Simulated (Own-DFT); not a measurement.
GaP (zincblende, strongly disordered by large displacements), InAs (zincblende, strongly disordered by large displacements) (calculated)

All values are calculated (Own-DFT development build). A calculation, not a measurement: plane-wave PBE density functional theory by an unreviewed code, no spin, of a simulated periodic cell, stress positive in tension, free energy of the whole cell less one offset for each atom, forces on such cells passed a denser k mesh, this cell's mesh not checked; broken bonds can close the gap or carry spin, so checks made on this kind of crystal may not hold here; offsets are fitted by least squares, one for each functional and potential file, so energies compare only between cells with the same atoms and settings and are not formation energies; the far tail of each file's local potential was reset to the Coulomb form; each entry is a single point on an unrelaxed cell, so the pressure reflects the starting lattice, mostly measured values (interpolated for alloys), from which strain is counted, and rises with the displacements; printed positions are rounded, which can move forces by about a meV/angstrom; the program, named Own-DFT, is a retired in-house code; no spin-orbit coupling.

Common to all runs: functional PBE; potential files PseudoDojo norm-conserving, scalar-relativistic, standard set; wave cutoff 42 hartree; occupations Fermi-Dirac; smearing width 0.1 eV; k mesh 3 x 3 x 3 centred on Gamma.

(1) GaP (zincblende, strongly disordered by large displacements)

```
GaP
1.0
     10.9010     0.0000     0.0000
      0.0000    10.9010     0.0000
      0.0000     0.0000    10.9010
Ga P Ga P Ga P Ga P Ga P Ga P Ga P Ga P
4 4 4 4 4 4 4 4 4 4 4 4 4 4 4 4
Direct
  0.00861 0.97791 0.01233
  0.03625 0.26656 0.25658
  0.23456 0.99640 0.22011
  0.23585 0.24069 0.99287
  0.08967 0.13900 0.11525
  0.13610 0.37173 0.38708
  0.36220 0.15133 0.35803
  0.35874 0.36188 0.12804
  0.01637 0.00711 0.49440
  0.00230 0.23269 0.77799
  0.26151 0.99144 0.75745
  0.23743 0.25118 0.47889
  0.12006 0.12049 0.64946
  0.10244 0.35250 0.88241
  0.33964 0.11007 0.87168
  0.37930 0.37501 0.63446
  0.98522 0.50808 0.97661
  0.99188 0.78633 0.26651
  0.25675 0.51004 0.25709
  0.27273 0.76602 0.99607
  0.11599 0.61425 0.10531
  0.17113 0.85820 0.37264
  0.37642 0.64526 0.35647
  0.40737 0.84921 0.09590
  0.97624 0.50212 0.50148
  0.00571 0.76921 0.72269
  0.26131 0.50619 0.73656
  0.25872 0.76991 0.50288
  0.12301 0.62456 0.65083
  0.13828 0.84856 0.87233
  0.37620 0.60299 0.86736
  0.39310 0.90145 0.63295
  0.52911 0.00488 0.01208
  0.49105 0.24140 0.26654
  0.77618 0.00799 0.24367
  0.73273 0.24171 0.97279
  0.63035 0.13216 0.12718
  0.61970 0.36239 0.36533
  0.84904 0.16575 0.36651
  0.88888 0.39497 0.12805
  0.52001 0.99503 0.51659
  0.48761 0.25809 0.72291
  0.75411 0.01711 0.74995
  0.73559 0.25431 0.49761
  0.62120 0.10986 0.61558
  0.60572 0.40947 0.90350
  0.87433 0.11472 0.87083
  0.87714 0.34286 0.59930
  0.47857 0.48320 0.01130
  0.52531 0.75882 0.23381
  0.76563 0.49361 0.24578
  0.78030 0.72347 0.97459
  0.62245 0.62217 0.10539
  0.62763 0.88362 0.32897
  0.86428 0.65468 0.38084
  0.87177 0.89462 0.09931
  0.49053 0.51869 0.47752
  0.52514 0.75499 0.74484
  0.74532 0.50477 0.75784
  0.75505 0.75234 0.48928
  0.65227 0.63830 0.61737
  0.63469 0.88692 0.87765
  0.86332 0.60544 0.85357
  0.89737 0.89231 0.61862
```

```
hardware                          : one NVIDIA H100
free energy of cell above offsets : -5.171 eV
pressure                          : 9.43 GPa
stress xx                         : -10.07 GPa
stress yy                         : -8.88 GPa
stress zz                         : -9.33 GPa
stress yz                         : -2.15 GPa
stress xz                         : -1.25 GPa
stress xy                         : -0.97 GPa
wall time                         : 552.5 s
```

Force:
| element | x (eV/Å) | y (eV/Å) | z (eV/Å) |
| --- | --- | --- | --- |
| Ga | 3.719 | 2.2 | -4.039 |
| Ga | -3.808 | 0.322 | -0.455 |
| Ga | 1.497 | 0.663 | 0.014 |
| Ga | 0.234 | 0.264 | 0.862 |
| P | 2.077 | -1.904 | -0.32 |
| P | -2.498 | 6.132 | -1.201 |
| P | -2.709 | -5.813 | 2.4 |
| P | 0.146 | -0.099 | 0.595 |
| Ga | 0.39 | 1.01 | -0.811 |
| Ga | -1.411 | -0.481 | -3.566 |
| Ga | -3.811 | -2.402 | -2.494 |
| Ga | 2.601 | -2.949 | 5.468 |
| P | 1.396 | -0.26 | -2.36 |
| P | 2.287 | 4.295 | 0.631 |
| P | 5.286 | 3.772 | 3.395 |
| P | -3.046 | 3.052 | -5.273 |
| Ga | 1.58 | -1.361 | 1.474 |
| Ga | 0.735 | -1.32 | -1.41 |
| Ga | -1.511 | -0.865 | -1.636 |
| Ga | -2.413 | -4.578 | -1.298 |
| P | 1.155 | 1.955 | 1.443 |
| P | -5.299 | 4.411 | -4.423 |
| P | 0.569 | 0.717 | 0.872 |
| P | 0.506 | 3.848 | 2.139 |
| Ga | 1.194 | 0.513 | -0.019 |
| Ga | 0.155 | -1.317 | 2.612 |
| Ga | -1.054 | -1.542 | 1.219 |
| Ga | 3.232 | -3.705 | 5.212 |
| P | -0.007 | -0.431 | -3.666 |
| P | -1.474 | 2.139 | -0.281 |
| P | 1.12 | 2.787 | 0.932 |
| P | -0.98 | -3.627 | -0.2 |
| Ga | -2.2 | -0.298 | -1.261 |
| Ga | 2.999 | 2.282 | -4.351 |
| Ga | -0.996 | 1.212 | -0.051 |
| Ga | 0.25 | 1.313 | 1.076 |
| P | 0.334 | 0.877 | 0.968 |
| P | 0.217 | 2.963 | 0.54 |
| P | 4.016 | -2.812 | -1.935 |
| P | 0.894 | -2.439 | -1.055 |
| Ga | -2.22 | -2.078 | -5.98 |
| Ga | 3.076 | -3.775 | 4.286 |
| Ga | -0.66 | -2.095 | -1.101 |
| Ga | -2.722 | -0.449 | 0.984 |
| P | 2.938 | 4.954 | 2.952 |
| P | 4.769 | -4.63 | -5.407 |
| P | -0.205 | 0.035 | 2.359 |
| P | 1.068 | 2.029 | 3.477 |
| Ga | -3.227 | 2.791 | 2.82 |
| Ga | -1.865 | -3.439 | -1.172 |
| Ga | -2.136 | 1.523 | 0.757 |
| Ga | -3.389 | 3.332 | 3.028 |
| P | 1.234 | -0.524 | 0.74 |
| P | 2.088 | 2.49 | 5.055 |
| P | 3.675 | -4.254 | -3.687 |
| P | -3.099 | -4.428 | 3.086 |
| Ga | 1.319 | -1.239 | 1.175 |
| Ga | -1.008 | -0.277 | 0.562 |
| Ga | -3.558 | -4.049 | -3.431 |
| Ga | -2.364 | 4.651 | 2.314 |
| P | -2.503 | -1.304 | 0.299 |
| P | 1.286 | -1.263 | -0.813 |
| P | 5.498 | 2.93 | -0.884 |
| P | -3.364 | 0.546 | -1.162 |

(2) InAs (zincblende, strongly disordered by large displacements)

```
InAs
1.0
     12.1166     0.0000     0.0000
      0.0000    12.1166     0.0000
      0.0000     0.0000    12.1166
In As In As In As In As In As In As In As In As
4 4 4 4 4 4 4 4 4 4 4 4 4 4 4 4
Direct
  0.01080 0.00678 0.00154
  0.03630 0.26708 0.21215
  0.23602 0.04110 0.24565
  0.23151 0.22619 0.02100
  0.12305 0.08771 0.10396
  0.05929 0.37655 0.40900
  0.36032 0.05897 0.42275
  0.34768 0.36790 0.10338
  0.98501 0.99509 0.50438
  0.97503 0.25457 0.67528
  0.23263 0.99738 0.73282
  0.21537 0.17040 0.50267
  0.11145 0.08914 0.61855
  0.10380 0.31827 0.85002
  0.40963 0.09400 0.87695
  0.37377 0.41698 0.68237
  0.04754 0.48594 0.96740
  0.03182 0.72872 0.26077
  0.24293 0.48776 0.24210
  0.25680 0.72392 0.05113
  0.14118 0.62708 0.14105
  0.13090 0.83252 0.37969
  0.35403 0.60223 0.38619
  0.40709 0.85337 0.10467
  0.97169 0.53972 0.47389
  0.01010 0.77433 0.74978
  0.21386 0.52581 0.74057
  0.25498 0.71507 0.48749
  0.07997 0.64266 0.64573
  0.09776 0.86156 0.88142
  0.42316 0.65216 0.90986
  0.39218 0.87587 0.63277
  0.50804 0.99330 0.98665
  0.49160 0.21244 0.26992
  0.76784 0.99039 0.23894
  0.73386 0.25909 0.01076
  0.58265 0.12957 0.09933
  0.62944 0.43399 0.36281
  0.88933 0.13306 0.38117
  0.89017 0.41146 0.09799
  0.51335 0.99643 0.50775
  0.47617 0.23538 0.77632
  0.75477 0.93483 0.77639
  0.72769 0.28127 0.51075
  0.60518 0.20952 0.66004
  0.67425 0.34414 0.86919
  0.92334 0.10413 0.88718
  0.87064 0.39872 0.58873
  0.48374 0.50461 0.98325
  0.51822 0.71074 0.26231
  0.76099 0.45684 0.21467
  0.75306 0.77471 0.97798
  0.62357 0.58606 0.12122
  0.63745 0.85280 0.33062
  0.84405 0.60215 0.37643
  0.86169 0.87220 0.12484
  0.51255 0.52256 0.53351
  0.50901 0.75465 0.70940
  0.76611 0.43813 0.75014
  0.77964 0.74210 0.49594
  0.69826 0.59786 0.59555
  0.62139 0.88462 0.87894
  0.81156 0.63939 0.86479
  0.86547 0.89814 0.62267
```

```
hardware                          : one NVIDIA H200
free energy of cell above offsets : 29.165 eV
pressure                          : 14.39 GPa
stress xx                         : -14.5 GPa
stress yy                         : -12.92 GPa
stress zz                         : -15.74 GPa
stress yz                         : 1.64 GPa
stress xz                         : 0.37 GPa
stress xy                         : 2.17 GPa
wall time                         : 1346 s
```

Force:
| element | x (eV/Å) | y (eV/Å) | z (eV/Å) |
| --- | --- | --- | --- |
| In | -3.06 | -9.272 | 0.378 |
| In | -1.365 | 0.523 | 0.825 |
| In | 3.021 | -2.781 | 3.244 |
| In | 1.395 | 1.039 | -3.149 |
| As | 2.583 | 3.91 | 4.373 |
| As | 3.027 | -3.037 | -1.45 |
| As | -2.523 | 1.746 | -3.807 |
| As | 1.638 | 0.182 | 0.954 |
| In | 0.294 | -1.108 | -3.671 |
| In | 1.393 | -1.832 | 1.935 |
| In | 2.73 | -2.364 | 3.686 |
| In | 3.635 | 5.983 | -5.018 |
| As | -5.127 | -0.207 | 4.992 |
| As | 0.519 | 0.092 | -0.103 |
| As | -7.838 | 1.373 | -2.234 |
| As | 1.084 | -0.961 | -0.869 |
| In | -0.456 | 1.262 | -0.195 |
| In | -5.502 | -0.332 | -0.646 |
| In | 0.086 | -1.932 | 1.773 |
| In | 4.715 | 4.475 | -5.347 |
| As | -4.813 | -5.346 | 0.17 |
| As | 0.791 | 5.044 | 2.025 |
| As | 4.567 | -3.53 | -2.86 |
| As | -0.291 | 0.276 | 1.753 |
| In | 7.106 | -0.667 | 5.411 |
| In | -5.839 | 0.949 | -0.644 |
| In | 0.248 | -0.79 | 1.609 |
| In | -2.489 | 3.47 | 4.8 |
| As | 1.908 | -3.389 | -4.708 |
| As | 4.889 | 1.966 | 3.893 |
| As | -3.413 | 6.749 | -4.023 |
| As | -4.215 | 1.909 | -2.112 |
| In | 0.727 | -3.734 | 4.018 |
| In | -0.441 | 1.306 | 0.823 |
| In | -1.621 | 3.525 | 2.101 |
| In | 3.823 | -4.326 | 5.895 |
| As | 2.761 | 1.83 | 2.415 |
| As | -1.508 | -2.41 | 1.184 |
| As | -1.093 | 0.798 | -1.346 |
| As | 4.103 | -2.938 | -3.376 |
| In | 5.444 | -1.129 | 1.517 |
| In | -4.212 | 4.917 | 2.632 |
| In | 4.921 | 4.071 | -2.468 |
| In | -1.012 | -0.935 | -2.705 |
| As | 5.79 | -2.992 | -5.138 |
| As | -7.559 | 0.45 | -1.68 |
| As | -6.118 | 5.712 | -6.562 |
| As | 1.063 | 0.707 | -0.496 |
| In | 2.667 | -7.093 | 2.912 |
| In | -1.815 | -1.14 | -0.995 |
| In | -2.813 | 1.601 | 3.013 |
| In | -0.494 | 0.37 | 4.047 |
| As | 0.162 | 1.192 | -0.451 |
| As | 0.647 | 1.421 | 3.096 |
| As | -5.065 | 2.687 | -7.863 |
| As | 3.597 | -2.126 | -1.575 |
| In | -1.399 | -0.507 | -0.005 |
| In | 3.405 | -3.862 | 2.766 |
| In | 2.33 | 5.092 | -2.09 |
| In | -0.52 | 4.979 | -0.683 |
| As | -2.204 | -1.344 | 2.881 |
| As | -5.071 | -3.481 | 0.771 |
| As | 2.975 | -3.527 | -3.169 |
| As | -0.173 | -2.514 | -0.454 |

(3) InAs (zincblende, strongly disordered by large displacements)

```
InAs
1.0
     12.1166     0.0000     0.0000
      0.0000    12.1166     0.0000
      0.0000     0.0000    12.1166
In As In As In As In As In As In As In As In As
4 4 4 4 4 4 4 4 4 4 4 4 4 4 4 4
Direct
  0.01485 0.99468 0.97352
  0.97421 0.23836 0.25789
  0.24523 0.97674 0.24982
  0.23838 0.22572 0.00985
  0.12888 0.11301 0.10970
  0.11014 0.38267 0.39762
  0.37356 0.15397 0.41417
  0.38901 0.37269 0.10917
  0.00845 0.01557 0.47066
  0.01015 0.24095 0.75645
  0.26884 0.01028 0.74296
  0.23290 0.25809 0.49082
  0.09297 0.10033 0.61353
  0.13356 0.36109 0.87830
  0.40868 0.13270 0.86703
  0.36435 0.38028 0.62845
  0.02274 0.51150 0.01028
  0.01563 0.74425 0.25613
  0.28277 0.50700 0.23909
  0.23639 0.74717 0.98704
  0.13947 0.61904 0.12908
  0.14336 0.86393 0.35329
  0.36912 0.61613 0.38064
  0.39166 0.86691 0.12994
  0.99601 0.49974 0.49719
  0.00834 0.73115 0.73830
  0.23711 0.49778 0.76018
  0.25750 0.71288 0.49048
  0.11033 0.62655 0.63893
  0.13581 0.90081 0.88534
  0.37638 0.64705 0.89707
  0.38027 0.87000 0.62730
  0.51271 0.00460 0.99041
  0.50805 0.25841 0.22445
  0.74018 0.03131 0.23393
  0.75140 0.23810 0.00430
  0.62341 0.16118 0.12565
  0.62423 0.36462 0.38215
  0.87507 0.10769 0.35310
  0.85701 0.34205 0.14804
  0.50895 0.99024 0.50273
  0.50709 0.25264 0.70587
  0.77030 0.99615 0.78568
  0.77098 0.26773 0.50461
  0.62850 0.11559 0.62772
  0.62656 0.36150 0.88600
  0.86657 0.13733 0.90166
  0.86384 0.37725 0.64713
  0.50710 0.47730 0.98795
  0.52174 0.75452 0.22614
  0.75118 0.47734 0.26295
  0.71478 0.76673 0.00423
  0.63915 0.61872 0.13037
  0.64379 0.89963 0.38645
  0.87386 0.63567 0.38574
  0.85848 0.89472 0.13054
  0.49768 0.50868 0.49855
  0.50156 0.76723 0.76065
  0.76457 0.50297 0.78202
  0.76148 0.75532 0.50265
  0.64100 0.62663 0.61029
  0.60006 0.87849 0.85625
  0.87024 0.64261 0.88858
  0.89999 0.87227 0.60550
```

```
hardware                          : one NVIDIA H200
free energy of cell above offsets : -5.067 eV
pressure                          : 8.43 GPa
stress xx                         : -9.06 GPa
stress yy                         : -8.32 GPa
stress zz                         : -7.91 GPa
stress yz                         : -2.13 GPa
stress xz                         : 1.9 GPa
stress xy                         : 2.21 GPa
wall time                         : 1155 s
```

Force:
| element | x (eV/Å) | y (eV/Å) | z (eV/Å) |
| --- | --- | --- | --- |
| In | -5.983 | 3.266 | 4.562 |
| In | 4.928 | 1.057 | -0.101 |
| In | 3.546 | 4.143 | -2.694 |
| In | 3.762 | 2.459 | -2.568 |
| As | -2.513 | -1.947 | 3.891 |
| As | 0.919 | -0.929 | -4.042 |
| As | 2.727 | -2.68 | -3.069 |
| As | -2.883 | -0.397 | 0.485 |
| In | -0.904 | -3.659 | -2.211 |
| In | -1.273 | 0.042 | -0.704 |
| In | -0.431 | 0.325 | 0.038 |
| In | -1.375 | 0.144 | 2.686 |
| As | 3.586 | 2.697 | 3.83 |
| As | -0.552 | 0.314 | 0.993 |
| As | -1.972 | 1.025 | -0.303 |
| As | -0.334 | 0.741 | -0.55 |
| In | -2.318 | -1.827 | -1.379 |
| In | -2.236 | -0.455 | -0.965 |
| In | -1.193 | -1.724 | -0.433 |
| In | -0.744 | 1.689 | 1.776 |
| As | 0.477 | 1.13 | 0.976 |
| As | -2.106 | -1.904 | 4.708 |
| As | 3.838 | -0.525 | -2.879 |
| As | -1.648 | 1.58 | -1.751 |
| In | -2.154 | 1.483 | 2.373 |
| In | -4.429 | 5.44 | 4.51 |
| In | 1.35 | 0.991 | -0.047 |
| In | -3.118 | 3.734 | 3.597 |
| As | 4.978 | -4.619 | -4.594 |
| As | 4.346 | -4.647 | -4.901 |
| As | 1.816 | -2.705 | -2.047 |
| As | -1.122 | -0.561 | -1.365 |
| In | -0.668 | 0.256 | 2.122 |
| In | -3.641 | 2.206 | 5.525 |
| In | -1.644 | -1.775 | -0.238 |
| In | -1.22 | 3.537 | 0.456 |
| As | 0.941 | -5.494 | -2.23 |
| As | -1.046 | 0.116 | 0.247 |
| As | -1.152 | 0.157 | 3.492 |
| As | 0.179 | 3.153 | -2.485 |
| In | -1.577 | 1.12 | 0.59 |
| In | -0.264 | 0.738 | 1.676 |
| In | -0.499 | -0.545 | -2.38 |
| In | -1.035 | -2.125 | -0.538 |
| As | 2.483 | -0.604 | -0.4 |
| As | 1.134 | -0.693 | -2.738 |
| As | 4.056 | -2.341 | -3.034 |
| As | 2.051 | 0.324 | 0.051 |
| In | -0.264 | 3.481 | 0.443 |
| In | 0.711 | -0.061 | 2.8 |
| In | 0.333 | 1.858 | 0.264 |
| In | 1.433 | 0.534 | -0.108 |
| As | -0.164 | -1.958 | -0.458 |
| As | 0.349 | -1.479 | -2.14 |
| As | 0.779 | -1.511 | -1.92 |
| As | 1.273 | -1.325 | -1.259 |
| In | 0.797 | -1.13 | 0.909 |
| In | -3.541 | -5.949 | -4.458 |
| In | -1.587 | -0.179 | -0.675 |
| In | -0.904 | 1.24 | 0.256 |
| As | -0.993 | -0.436 | 2.074 |
| As | 5.733 | 3.883 | 3.855 |
| As | 1.154 | 0.517 | 0.842 |
| As | -0.192 | 0.805 | 1.637 |

(4) GaP (zincblende, strongly disordered by large displacements)

```
GaP
1.0
     10.9010     0.0000     0.0000
      0.0000    10.9010     0.0000
      0.0000     0.0000    10.9010
Ga P Ga P Ga P Ga P Ga P Ga P Ga P Ga P
4 4 4 4 4 4 4 4 4 4 4 4 4 4 4 4
Direct
  0.96432 0.00882 0.03619
  0.95575 0.24845 0.23111
  0.25167 0.95950 0.28635
  0.23210 0.26478 0.99419
  0.10290 0.10630 0.15013
  0.09125 0.33582 0.42382
  0.42443 0.10863 0.34762
  0.32878 0.38729 0.16822
  0.01179 0.02314 0.53530
  0.99856 0.21000 0.75040
  0.19971 0.01853 0.76651
  0.23235 0.27913 0.50293
  0.15696 0.11699 0.62934
  0.11767 0.40058 0.83169
  0.37479 0.02725 0.88163
  0.36620 0.39593 0.67380
  0.05433 0.48971 0.02291
  0.00364 0.76787 0.25524
  0.18829 0.54117 0.29600
  0.24810 0.77009 0.05479
  0.13290 0.59109 0.13867
  0.12562 0.83454 0.38374
  0.39918 0.61826 0.34367
  0.36086 0.91991 0.13114
  0.01410 0.49320 0.48382
  0.96504 0.73119 0.81601
  0.19377 0.51127 0.72092
  0.21679 0.76472 0.51461
  0.10307 0.64545 0.65315
  0.13912 0.85222 0.83132
  0.36605 0.59752 0.83760
  0.33393 0.86016 0.62822
  0.52074 0.96732 0.04390
  0.51641 0.24713 0.20295
  0.74417 0.99212 0.22530
  0.77861 0.25078 0.96680
  0.66171 0.15275 0.18585
  0.63167 0.39695 0.41784
  0.87258 0.11278 0.34917
  0.86950 0.35189 0.07151
  0.52296 0.03102 0.50606
  0.54224 0.28062 0.76557
  0.71763 0.99518 0.70933
  0.73310 0.26764 0.46710
  0.65721 0.14425 0.61828
  0.63103 0.37145 0.90701
  0.87342 0.15508 0.85826
  0.88677 0.34599 0.65729
  0.50741 0.54575 0.01668
  0.52827 0.71163 0.23996
  0.71824 0.44073 0.27326
  0.74165 0.72119 0.99856
  0.61975 0.63493 0.11537
  0.60358 0.81862 0.35140
  0.93362 0.59696 0.36949
  0.85805 0.86099 0.11895
  0.51093 0.51691 0.53012
  0.52838 0.78363 0.69873
  0.74444 0.50345 0.68496
  0.75593 0.71426 0.46094
  0.65109 0.66972 0.61326
  0.61570 0.89910 0.84636
  0.85790 0.60853 0.87266
  0.88108 0.85501 0.67271
```

```
hardware                          : one NVIDIA H100
free energy of cell above offsets : 38.409 eV
pressure                          : 18.38 GPa
stress xx                         : -17.76 GPa
stress yy                         : -17.66 GPa
stress zz                         : -19.73 GPa
stress yz                         : 2.26 GPa
stress xz                         : -1.03 GPa
stress xy                         : 0.29 GPa
wall time                         : 670.5 s
```

Force:
| element | x (eV/Å) | y (eV/Å) | z (eV/Å) |
| --- | --- | --- | --- |
| Ga | 0.832 | 1.173 | -2.438 |
| Ga | 1.964 | 0.596 | -0.655 |
| Ga | -0.157 | 2.803 | 1.237 |
| Ga | 0.441 | -0.526 | 0.392 |
| P | 1.476 | 0.842 | 0.006 |
| P | -5.771 | -0.28 | -7.194 |
| P | -2.329 | 0.444 | 0.109 |
| P | 1.757 | -0.345 | -1.229 |
| Ga | -2.924 | -2.348 | -1.8 |
| Ga | 6.97 | 2.735 | -3.82 |
| Ga | 3.627 | -2.283 | 5.425 |
| Ga | 9.409 | -3.193 | 4.609 |
| P | -0.927 | 5.986 | -5.441 |
| P | -4.001 | -6.958 | 7.014 |
| P | 0.61 | 1.679 | 0.031 |
| P | 1.552 | -0.213 | -1.736 |
| Ga | -5.518 | -5.741 | -6.944 |
| Ga | -2.403 | -1.927 | -2.78 |
| Ga | 4.145 | -3.497 | 8.1 |
| Ga | -0.925 | -1.129 | -2.456 |
| P | 1.136 | 9.047 | -2.276 |
| P | -2.942 | 5.305 | -3.205 |
| P | -3.414 | -2.269 | 3.32 |
| P | -1.291 | -1.699 | 0.291 |
| Ga | 1.761 | -0.886 | 8.496 |
| Ga | 5.771 | 6.212 | -2.919 |
| Ga | 7.447 | 0.135 | -1.612 |
| Ga | 2.834 | -5.492 | 4.185 |
| P | -4.167 | 4.761 | -4.312 |
| P | -0.978 | -3.679 | 3.552 |
| P | 1.721 | 0.805 | 1.13 |
| P | 3.811 | 2.714 | 1.854 |
| Ga | 3.503 | 1.545 | -2.155 |
| Ga | -8.246 | 4.902 | 1.014 |
| Ga | 0.43 | -4.301 | 2.465 |
| Ga | -8.973 | -1.537 | 0.32 |
| P | 4.827 | -0.289 | -3.758 |
| P | -9.021 | 4.028 | 2.794 |
| P | -0.881 | -0.743 | 3.627 |
| P | 5.701 | 7.707 | 7.993 |
| Ga | -1.207 | -1.859 | 0.169 |
| Ga | -2.129 | -1.802 | -2.43 |
| Ga | 3.996 | -2.73 | 1.584 |
| Ga | 7.489 | -7.856 | 3.24 |
| P | -2.281 | 3.884 | -1.192 |
| P | -0.577 | 2.89 | 1.283 |
| P | -0.97 | -10.18 | 0.337 |
| P | -1.933 | 2.221 | -3.432 |
| Ga | -7.185 | -6.024 | -6.17 |
| Ga | -6.99 | 0.273 | -0.882 |
| Ga | 5.169 | 2.94 | -8.434 |
| Ga | 1.825 | 2.581 | -2.5 |
| P | 8.077 | -2.085 | 0.295 |
| P | 5.27 | 8.101 | 6.719 |
| P | -6.462 | 5.174 | -5.624 |
| P | 0.092 | -1.899 | 0.025 |
| Ga | -2.253 | 0.987 | 0.574 |
| Ga | -4.364 | 1.671 | 1.895 |
| Ga | 1.018 | -1.473 | 2.267 |
| Ga | 2.991 | 1.036 | -2.774 |
| P | -0.276 | -3.417 | 0.396 |
| P | -0.74 | -1.329 | 3.365 |
| P | -4.739 | -7.375 | 3.199 |
| P | -0.677 | 2.183 | -3.145 |
